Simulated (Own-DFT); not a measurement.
## Calculated data, Si₃N₄ (beta silicon nitride, atoms displaced)

Computed with Own-DFT development build. A calculation, not a measurement: plane-wave PBE density functional theory by an unreviewed code, no spin, of a simulated periodic cell, stress positive in tension, free energy of the whole cell less one offset for each atom, some atoms lie very close together; forces on such cells passed a denser k mesh, this cell's mesh not checked; offsets are fitted by least squares, one for each functional and potential file, so energies compare only between cells with the same atoms and settings and are not formation energies; the far tail of each file's local potential was reset to the Coulomb form; each entry is a single point on an unrelaxed cell, so the pressure reflects the starting lattice, mostly measured values (interpolated for alloys), from which strain is counted, and rises with the displacements; printed positions are rounded, which can move forces by about a meV/angstrom; the program, named Own-DFT, is a retired in-house code; no spin-orbit coupling; before rounding, a Quantum ESPRESSO 7.3.1 run of the same cell and cutoff gave forces within 1 meV/angstrom rms on each cell, which checks the program and not the settings.

Settings shared by all entries: functional PBE; potential files PseudoDojo norm-conserving, scalar-relativistic, standard set; wave cutoff 42 hartree; occupations Fermi-Dirac; smearing width 0.1 eV; k mesh 3 x 3 x 3 centred on Gamma.

(1) 
```cif
# cell vector a (Å): 7.6060 0.0000 0.0000
# cell vector b (Å): -3.8030 6.5870 0.0000
# cell vector c (Å): 0.0000 0.0000 8.7270
data_Si3N4
_symmetry_space_group_name_H-M 'P 1'
_symmetry_Int_Tables_number 1
_cell_length_a 7.6060
_cell_length_b 7.6060
_cell_length_c 8.7270
_cell_angle_alpha 90.000
_cell_angle_beta 90.000
_cell_angle_gamma 120.000
_cell_volume 437.23
loop_
_atom_site_label
_atom_site_type_symbol
_atom_site_fract_x
_atom_site_fract_y
_atom_site_fract_z
_atom_site_occupancy
Si1 Si 0.17563 0.74374 0.06568 1
Si2 Si 0.24872 0.40969 0.07772 1
Si3 Si 0.58318 0.85104 0.08481 1
Si4 Si 0.85361 0.24995 0.24430 1
Si5 Si 0.76558 0.61084 0.26766 1
Si6 Si 0.40015 0.17187 0.26173 1
N1 N 0.33965 0.04105 0.08237 1
N2 N 0.96641 0.31573 0.08470 1
N3 N 0.70968 0.69025 0.07975 1
N4 N 0.67132 0.95877 0.23566 1
N5 N 0.06153 0.70329 0.24634 1
N6 N 0.28172 0.33785 0.25666 1
N7 N 0.31332 0.67220 0.08482 1
N8 N 0.65277 0.31855 0.26284 1
Si7 Si 0.16633 0.75521 0.41177 1
Si8 Si 0.22104 0.39230 0.41432 1
Si9 Si 0.58796 0.84910 0.42053 1
Si10 Si 0.81110 0.24182 0.58457 1
Si11 Si 0.78732 0.60223 0.57604 1
Si12 Si 0.40148 0.16173 0.57598 1
N9 N 0.34947 0.01814 0.42277 1
N10 N 0.94334 0.27243 0.41492 1
N11 N 0.69878 0.67862 0.41211 1
N12 N 0.67055 0.95778 0.58188 1
N13 N 0.00546 0.67694 0.56839 1
N14 N 0.32136 0.35004 0.58217 1
N15 N 0.34510 0.67610 0.41094 1
N16 N 0.66431 0.33112 0.59055 1
Si13 Si 0.14313 0.72749 0.73125 1
Si14 Si 0.21516 0.37738 0.76324 1
Si15 Si 0.60179 0.82525 0.75303 1
Si16 Si 0.79668 0.23565 0.92700 1
Si17 Si 0.77459 0.60589 0.91010 1
Si18 Si 0.42024 0.19807 0.91125 1
N17 N 0.31828 0.01623 0.77824 1
N18 N 0.97236 0.31911 0.75076 1
N19 N 0.68832 0.64875 0.74080 1
N20 N 0.64610 0.95707 0.93341 1
N21 N 0.04174 0.69549 0.92395 1
N22 N 0.32846 0.33496 0.90488 1
N23 N 0.34283 0.66337 0.74448 1
N24 N 0.66810 0.34650 0.91861 1
_calc_free_energy_of_cell_above_offsets '11.447'  # eV
_calc_pressure 16.12  # GPa
_calc_stress_xx -24.98  # GPa
_calc_stress_yy -2.73  # GPa
_calc_stress_zz -20.66  # GPa
_calc_stress_yz -2.63  # GPa
_calc_stress_xz -3.07  # GPa
_calc_stress_xy 2.56  # GPa
```

Force:
| element | x (eV/Å) | y (eV/Å) | z (eV/Å) |
| --- | --- | --- | --- |
| Si | -11.64 | 10.02 | 5.2 |
| Si | -2.121 | 1.498 | 0.292 |
| Si | 0.113 | -9.907 | 2.331 |
| Si | -6.735 | -3.996 | 1.471 |
| Si | 4.084 | -2.863 | -8.755 |
| Si | -0.02 | -0.918 | -3.468 |
| N | -0.488 | -0.347 | 0.597 |
| N | 3.371 | 0.769 | -4.677 |
| N | -0.196 | -1.197 | 0.355 |
| N | 0.603 | 6.155 | 8.347 |
| N | -5.9 | -2.039 | -1.262 |
| N | 4.458 | -3.025 | -4.307 |
| N | 18.46 | -6.815 | 0.689 |
| N | 2.035 | 4.041 | -0.254 |
| Si | 3.747 | 1.331 | -0.154 |
| Si | -2.292 | 3.59 | 5.09 |
| Si | 2.143 | -2.708 | -4.654 |
| Si | 5.187 | -3.745 | -0.012 |
| Si | -14.55 | -5.382 | -0.112 |
| Si | -0.747 | 1.95 | 5.138 |
| N | -1.711 | -0.871 | -0.866 |
| N | 3.791 | 2.632 | 3.113 |
| N | -1.697 | 1.696 | 5.873 |
| N | 0.193 | 4.942 | 4.246 |
| N | 11.25 | 4.653 | -0.017 |
| N | -0.771 | -2.847 | -0.003 |
| N | -2.978 | -3.513 | 0.871 |
| N | -3.585 | 1.655 | -0.219 |
| Si | 4.854 | 3.408 | 5.495 |
| Si | 0.897 | 4.576 | -5.392 |
| Si | -1.494 | -1.215 | -0.079 |
| Si | 5.62 | -1.929 | -0.477 |
| Si | 0.195 | 0.951 | 3.074 |
| Si | 4.445 | -8.793 | 3.114 |
| N | -0.268 | -0.877 | -6.657 |
| N | -2.449 | -2.008 | 0.915 |
| N | 0.707 | 2.313 | 0.766 |
| N | 1.339 | 7.07 | -10.79 |
| N | -6.212 | -2.906 | -8.385 |
| N | -8.098 | 4.976 | 3.698 |
| N | -2.559 | -2.098 | 0.263 |
| N | -0.985 | 1.766 | -0.398 |

(2) 
```cif
# cell vector a (Å): 7.6060 0.0000 0.0000
# cell vector b (Å): -3.8030 6.5870 0.0000
# cell vector c (Å): 0.0000 0.0000 8.7270
data_Si3N4
_symmetry_space_group_name_H-M 'P 1'
_symmetry_Int_Tables_number 1
_cell_length_a 7.6060
_cell_length_b 7.6060
_cell_length_c 8.7270
_cell_angle_alpha 90.000
_cell_angle_beta 90.000
_cell_angle_gamma 120.000
_cell_volume 437.23
loop_
_atom_site_label
_atom_site_type_symbol
_atom_site_fract_x
_atom_site_fract_y
_atom_site_fract_z
_atom_site_occupancy
Si1 Si 0.16584 0.75052 0.08415 1
Si2 Si 0.21070 0.40463 0.09137 1
Si3 Si 0.60386 0.81785 0.07580 1
Si4 Si 0.83665 0.22318 0.25317 1
Si5 Si 0.78562 0.58247 0.25930 1
Si6 Si 0.40180 0.15166 0.24415 1
N1 N 0.31459 0.04170 0.07048 1
N2 N 0.97074 0.29954 0.09351 1
N3 N 0.70304 0.65153 0.06504 1
N4 N 0.67354 0.96199 0.23755 1
N5 N 0.04102 0.67926 0.26526 1
N6 N 0.30025 0.34087 0.26645 1
N7 N 0.34133 0.65373 0.06498 1
N8 N 0.66802 0.32452 0.23386 1
Si7 Si 0.18764 0.80103 0.38498 1
Si8 Si 0.19964 0.40288 0.42508 1
Si9 Si 0.59464 0.82822 0.39177 1
Si10 Si 0.82959 0.22839 0.59425 1
Si11 Si 0.76938 0.59382 0.59370 1
Si12 Si 0.41889 0.18593 0.60426 1
N9 N 0.34362 0.05235 0.40567 1
N10 N 0.97131 0.30012 0.43388 1
N11 N 0.70078 0.65578 0.41815 1
N12 N 0.66006 0.98292 0.58674 1
N13 N 0.00504 0.70226 0.58085 1
N14 N 0.31568 0.36126 0.59177 1
N15 N 0.34438 0.66115 0.42267 1
N16 N 0.66457 0.33246 0.57919 1
Si13 Si 0.14573 0.77902 0.75650 1
Si14 Si 0.21317 0.42030 0.73299 1
Si15 Si 0.58962 0.81969 0.74896 1
Si16 Si 0.81070 0.24530 0.92128 1
Si17 Si 0.79871 0.61070 0.91263 1
Si18 Si 0.44517 0.19876 0.91761 1
N17 N 0.32139 0.01731 0.74744 1
N18 N 0.97336 0.31925 0.75782 1
N19 N 0.71377 0.67756 0.75237 1
N20 N 0.65597 0.98603 0.93949 1
N21 N 0.06032 0.73253 0.90635 1
N22 N 0.32259 0.34773 0.90158 1
N23 N 0.32161 0.66615 0.74757 1
N24 N 0.68643 0.35306 0.91139 1
_calc_free_energy_of_cell_above_offsets '10.861'  # eV
_calc_pressure 16.21  # GPa
_calc_stress_xx -14.7  # GPa
_calc_stress_yy -15.67  # GPa
_calc_stress_zz -18.27  # GPa
_calc_stress_yz 3.01  # GPa
_calc_stress_xz 4.56  # GPa
_calc_stress_xy -11.04  # GPa
```

Force:
| element | x (eV/Å) | y (eV/Å) | z (eV/Å) |
| --- | --- | --- | --- |
| Si | 3.548 | 3.126 | -1.515 |
| Si | 9.415 | -1.082 | -1.104 |
| Si | -0.116 | -2.393 | 0.026 |
| Si | -2.919 | 0.014 | 1.547 |
| Si | -4.65 | -0.878 | -0.837 |
| Si | -2.062 | 7.684 | -3.711 |
| N | 1.017 | -3.082 | 2.045 |
| N | -3.554 | -0.585 | -2.561 |
| N | -0.411 | 2.347 | 5.092 |
| N | 0.574 | 2.049 | -0.236 |
| N | -4.632 | -4.366 | -10.62 |
| N | -0.524 | -1.519 | -2.457 |
| N | -2.928 | 3.259 | 1.407 |
| N | 1.743 | -0.879 | 0.803 |
| Si | 6.75 | 2.145 | 14.02 |
| Si | 12.38 | 3.67 | -0.922 |
| Si | 1.143 | -3.916 | 6.769 |
| Si | -2.729 | 0.914 | 0.345 |
| Si | -4.077 | -2.179 | -3.289 |
| Si | -3.541 | -0.181 | -3.099 |
| N | -0.342 | -3.56 | 5.389 |
| N | -7.367 | -3.93 | -2.21 |
| N | -1.102 | 1.963 | -1.588 |
| N | 1.198 | -3.043 | -0.917 |
| N | 7.293 | 3.896 | -0.035 |
| N | 1.221 | -2.992 | -2.792 |
| N | -3.946 | 3.343 | -1.569 |
| N | 1.959 | 0.824 | 1.085 |
| Si | 8.725 | 1.183 | -16.2 |
| Si | 6.409 | -0.035 | 5 |
| Si | -2.255 | 0.257 | -0.056 |
| Si | 8.691 | -3.634 | 0.66 |
| Si | -1.946 | 0.403 | -1.568 |
| Si | -7.985 | -2.692 | -1.346 |
| N | 1.336 | 4.932 | 0.88 |
| N | -4.167 | -2.702 | 0.775 |
| N | -1.442 | 1.24 | 1.445 |
| N | 0.672 | 0.169 | -4.64 |
| N | -7.205 | -5.9 | 14.83 |
| N | -1.373 | -0.665 | 1.635 |
| N | -0.756 | 3.654 | 0.026 |
| N | -2.05 | 3.14 | -0.497 |

(3) 
```cif
# cell vector a (Å): 7.6060 0.0000 0.0000
# cell vector b (Å): -3.8030 6.5870 0.0000
# cell vector c (Å): 0.0000 0.0000 8.7270
data_Si3N4
_symmetry_space_group_name_H-M 'P 1'
_symmetry_Int_Tables_number 1
_cell_length_a 7.6060
_cell_length_b 7.6060
_cell_length_c 8.7270
_cell_angle_alpha 90.000
_cell_angle_beta 90.000
_cell_angle_gamma 120.000
_cell_volume 437.23
loop_
_atom_site_label
_atom_site_type_symbol
_atom_site_fract_x
_atom_site_fract_y
_atom_site_fract_z
_atom_site_occupancy
Si1 Si 0.18738 0.77179 0.08406 1
Si2 Si 0.24022 0.41714 0.10657 1
Si3 Si 0.62471 0.81794 0.09364 1
Si4 Si 0.83793 0.23282 0.24697 1
Si5 Si 0.76109 0.59891 0.24714 1
Si6 Si 0.39896 0.16121 0.24840 1
N1 N 0.33753 0.04535 0.08082 1
N2 N 0.97444 0.30317 0.07607 1
N3 N 0.72054 0.66033 0.09891 1
N4 N 0.64482 0.95435 0.23497 1
N5 N 0.05867 0.71090 0.27295 1
N6 N 0.32048 0.35579 0.23420 1
N7 N 0.34604 0.66986 0.07492 1
N8 N 0.67300 0.31878 0.26078 1
Si7 Si 0.17080 0.77550 0.42591 1
Si8 Si 0.24817 0.42131 0.40952 1
Si9 Si 0.59458 0.79778 0.39465 1
Si10 Si 0.79713 0.20478 0.60070 1
Si11 Si 0.78613 0.60219 0.57646 1
Si12 Si 0.39912 0.16775 0.59939 1
N9 N 0.36280 0.04513 0.43684 1
N10 N 0.97740 0.30873 0.40032 1
N11 N 0.69519 0.66164 0.41342 1
N12 N 0.68064 0.95415 0.57929 1
N13 N 0.02677 0.68939 0.57297 1
N14 N 0.28587 0.33487 0.57665 1
N15 N 0.31927 0.65597 0.41545 1
N16 N 0.65243 0.34401 0.60869 1
Si13 Si 0.16634 0.74838 0.73070 1
Si14 Si 0.21834 0.40210 0.76879 1
Si15 Si 0.58673 0.82329 0.77861 1
Si16 Si 0.82938 0.24816 0.93595 1
Si17 Si 0.77702 0.60706 0.91939 1
Si18 Si 0.37814 0.16756 0.93393 1
N17 N 0.32031 0.02768 0.75446 1
N18 N 0.97732 0.27548 0.75587 1
N19 N 0.68683 0.66212 0.75585 1
N20 N 0.67233 0.96127 0.90331 1
N21 N 0.04070 0.70270 0.92665 1
N22 N 0.30917 0.33499 0.92539 1
N23 N 0.34805 0.64591 0.75513 1
N24 N 0.65568 0.30381 0.93018 1
_calc_free_energy_of_cell_above_offsets '12.008'  # eV
_calc_pressure 17.9  # GPa
_calc_stress_xx -12.72  # GPa
_calc_stress_yy -13.84  # GPa
_calc_stress_zz -27.15  # GPa
_calc_stress_yz -2.16  # GPa
_calc_stress_xz -9.74  # GPa
_calc_stress_xy 2.08  # GPa
```

Force:
| element | x (eV/Å) | y (eV/Å) | z (eV/Å) |
| --- | --- | --- | --- |
| Si | 0.927 | 0.397 | 2.3 |
| Si | -6.237 | 2.306 | -12.76 |
| Si | -4.25 | -0.616 | -6.941 |
| Si | -1.65 | -0.991 | 0.194 |
| Si | 9.655 | -6.946 | 10.43 |
| Si | 2.101 | 3.358 | 3.626 |
| N | -0.352 | -7.335 | 5.876 |
| N | 3.47 | 1.025 | 5.347 |
| N | -4.806 | 4.067 | -10.24 |
| N | 1.524 | 3.352 | 4.109 |
| N | -5.889 | -1.689 | -9.357 |
| N | 7.689 | -4.983 | 10.91 |
| N | 0.645 | 0.673 | 0.785 |
| N | -3.247 | 2.342 | -0.757 |
| Si | 7.209 | 3.502 | 0.566 |
| Si | -1.921 | -5.049 | 2.022 |
| Si | -7.099 | 5.146 | 4.746 |
| Si | 1.609 | 2.74 | -2.046 |
| Si | -6.184 | -3.06 | 3.177 |
| Si | -2.567 | 5.046 | -0.95 |
| N | -1.758 | -3.509 | -4.167 |
| N | 0.987 | -0.688 | 2.84 |
| N | 3.507 | -1.775 | 0.038 |
| N | -1.035 | -1.652 | 0.129 |
| N | 0.252 | 0.064 | 2.76 |
| N | 2.599 | -1.95 | 2.189 |
| N | 1.678 | 5.598 | -0.07 |
| N | 3.878 | -0.914 | -0.691 |
| Si | 3.158 | 2.225 | 5.89 |
| Si | 4.868 | -1.848 | -3.309 |
| Si | 1.341 | -7.601 | -14.57 |
| Si | 0.968 | -4.388 | -6.827 |
| Si | 1.406 | -3.665 | -1.697 |
| Si | 3.968 | 2.752 | -8.224 |
| N | -0.363 | -3.254 | 1.816 |
| N | -6.111 | -0.883 | 0.856 |
| N | 2.936 | 0.177 | -0.146 |
| N | 1.943 | 9.316 | 14.79 |
| N | -1.352 | -0.844 | -2.788 |
| N | -2.862 | 1.714 | 1.145 |
| N | -6.194 | 3.636 | -0.696 |
| N | -4.439 | 4.207 | -0.319 |

(4) 
```cif
# cell vector a (Å): 7.6060 0.0000 0.0000
# cell vector b (Å): -3.8030 6.5870 0.0000
# cell vector c (Å): 0.0000 0.0000 8.7270
data_Si3N4
_symmetry_space_group_name_H-M 'P 1'
_symmetry_Int_Tables_number 1
_cell_length_a 7.6060
_cell_length_b 7.6060
_cell_length_c 8.7270
_cell_angle_alpha 90.000
_cell_angle_beta 90.000
_cell_angle_gamma 120.000
_cell_volume 437.23
loop_
_atom_site_label
_atom_site_type_symbol
_atom_site_fract_x
_atom_site_fract_y
_atom_site_fract_z
_atom_site_occupancy
Si1 Si 0.19918 0.79010 0.08721 1
Si2 Si 0.25794 0.40257 0.06922 1
Si3 Si 0.57598 0.83030 0.10042 1
Si4 Si 0.83464 0.23912 0.25727 1
Si5 Si 0.77758 0.62224 0.26395 1
Si6 Si 0.43001 0.17085 0.24913 1
N1 N 0.31424 0.01939 0.06985 1
N2 N 0.96132 0.29475 0.07154 1
N3 N 0.71361 0.67579 0.09277 1
N4 N 0.68180 0.95019 0.25073 1
N5 N 0.02789 0.69245 0.25056 1
N6 N 0.30249 0.32965 0.24925 1
N7 N 0.33720 0.64776 0.09497 1
N8 N 0.66699 0.35764 0.24311 1
Si7 Si 0.19335 0.74759 0.43670 1
Si8 Si 0.22428 0.40002 0.40375 1
Si9 Si 0.61726 0.82856 0.41982 1
Si10 Si 0.83969 0.24122 0.57299 1
Si11 Si 0.78219 0.59001 0.59755 1
Si12 Si 0.40919 0.15025 0.56702 1
N9 N 0.33395 0.03130 0.41891 1
N10 N 0.98163 0.32816 0.42112 1
N11 N 0.72535 0.67976 0.41130 1
N12 N 0.66624 0.98222 0.57665 1
N13 N 0.05746 0.72183 0.58112 1
N14 N 0.31491 0.33624 0.59018 1
N15 N 0.31200 0.63493 0.39718 1
N16 N 0.67725 0.33102 0.58847 1
Si13 Si 0.21033 0.78409 0.76025 1
Si14 Si 0.22115 0.41790 0.75019 1
Si15 Si 0.62473 0.82966 0.75603 1
Si16 Si 0.80485 0.21161 0.92562 1
Si17 Si 0.78308 0.62037 0.90588 1
Si18 Si 0.38035 0.16139 0.92377 1
N17 N 0.33788 0.03480 0.75910 1
N18 N 0.97464 0.28962 0.77204 1
N19 N 0.69308 0.66114 0.75310 1
N20 N 0.64682 0.94463 0.90781 1
N21 N 0.03705 0.69985 0.90330 1
N22 N 0.30173 0.32765 0.90588 1
N23 N 0.34561 0.70096 0.76128 1
N24 N 0.65709 0.32543 0.90132 1
_calc_free_energy_of_cell_above_offsets '10.919'  # eV
_calc_pressure 16.26  # GPa
_calc_stress_xx -14.31  # GPa
_calc_stress_yy -16.23  # GPa
_calc_stress_zz -18.25  # GPa
_calc_stress_yz -4.75  # GPa
_calc_stress_xz 3.51  # GPa
_calc_stress_xy 4.16  # GPa
```

Force:
| element | x (eV/Å) | y (eV/Å) | z (eV/Å) |
| --- | --- | --- | --- |
| Si | -3.341 | -12.69 | 0.676 |
| Si | -3.897 | -1.031 | 3.385 |
| Si | 4.69 | -4.084 | -6.948 |
| Si | -1.111 | 1.395 | -3.743 |
| Si | 6.403 | -3.564 | -10.69 |
| Si | -4.324 | 1.089 | 0.108 |
| N | 1.556 | 5.744 | 5.506 |
| N | 2.389 | 0.273 | 4.637 |
| N | -2.418 | 1.591 | -3.04 |
| N | -0.893 | 6.581 | 3.727 |
| N | 3.174 | 1.943 | 0.723 |
| N | 1.914 | -2.479 | -2.007 |
| N | -3.355 | 3.273 | -0.668 |
| N | 3.573 | -3.206 | 0.935 |
| Si | -5.015 | 3.135 | -6.023 |
| Si | 5.006 | -3.809 | 3.168 |
| Si | -1.835 | -2.166 | 0.585 |
| Si | -0.732 | -0.737 | 5.759 |
| Si | 1.03 | 0.118 | -3.154 |
| Si | -1.094 | 7.239 | 10.7 |
| N | 1.011 | -5.221 | -7.058 |
| N | -1.23 | -2.134 | -2.267 |
| N | -4.893 | 2.549 | 11.92 |
| N | 1.577 | -2.113 | 0.858 |
| N | -3.519 | -2.098 | 5.072 |
| N | -1.502 | 0.113 | -2.289 |
| N | 5.987 | 6.498 | 0.974 |
| N | -0.814 | 0.528 | -1.088 |
| Si | -12.37 | 3.079 | -1.388 |
| Si | 3.774 | 0.359 | -0.976 |
| Si | -5.389 | 0.027 | -5.053 |
| Si | -1.426 | 1.362 | -2.633 |
| Si | 3.006 | -4.598 | 7.601 |
| Si | 4.173 | 4.888 | -6.175 |
| N | -0.298 | 0.476 | -3.26 |
| N | -2.581 | -1.161 | -4.003 |
| N | 0.711 | 0.029 | -3.823 |
| N | 0.207 | 4.647 | 7.289 |
| N | 0.275 | 0.826 | 2.332 |
| N | -0.789 | 1.051 | 0.03 |
| N | 13.06 | -8.317 | -1.399 |
| N | -0.696 | 0.593 | 1.694 |
